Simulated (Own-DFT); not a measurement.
# Same atoms, different arrangement: Ge48Si16, 64 atoms

All numbers below are calculated, not measured. The program, named Own-DFT, is a retired in-house plane-wave density functional code that no person has reviewed. Each row is one single-point run on a periodic cell that was not relaxed, without spin or spin-orbit coupling.

Settings of every run: PBE; PseudoDojo norm-conserving scalar-relativistic files; cutoff 42 hartree; 3 x 3 x 3 k mesh centred on Gamma; Fermi-Dirac smearing of 0.1 eV.

Known limits, some of them of some rows only: not probed for a lower state with spin; forces on such cells passed a denser k mesh, each cell not checked; stress not checked against mesh or cutoff.

All cells hold the same atoms in the same cell, with vectors in Å (11.203, 0.000, 0.000); (0.000, 11.203, 0.000); (0.000, 0.000, 11.203). Every atom was moved at random from its ideal site; u is the rms move along one axis. The random placing of the alloy's atoms differs from row to row. E is the free energy of the cell above the lowest run. The arrangements:

- A: diamond-structure SiGe in clusters
- B: diamond-structure SiGe with randomly placed atoms

```
arrangement,u (Å),E (eV),P (GPa)
A,0.0300,0.401,3.39
A,0.0311,0.278,3.32
A,0.0589,3.499,4.02
A,0.0600,3.795,4.04
B,0.0283,0.000,3.28
B,0.0283,0.137,3.30
B,0.0576,3.592,3.96
B,0.0603,2.837,3.88
```

Question: once the cost of the random moves is taken out, how do the arrangements rank?

## Worked answer

Fit E = a + b u², with one b for all and one a for each arrangement, and with residuals divided by u², since the noise grows with the moves. Then b = 1219 eV/Å², the scatter at u = 0.04 Å is 0.22 eV, and against A:

- B: -0.12 ± 0.12 eV (not told apart from A)

These are energies of unrelaxed cells. Relaxing the atoms lowers the strained arrangements most, so the gaps would shrink and small ones could change sign.
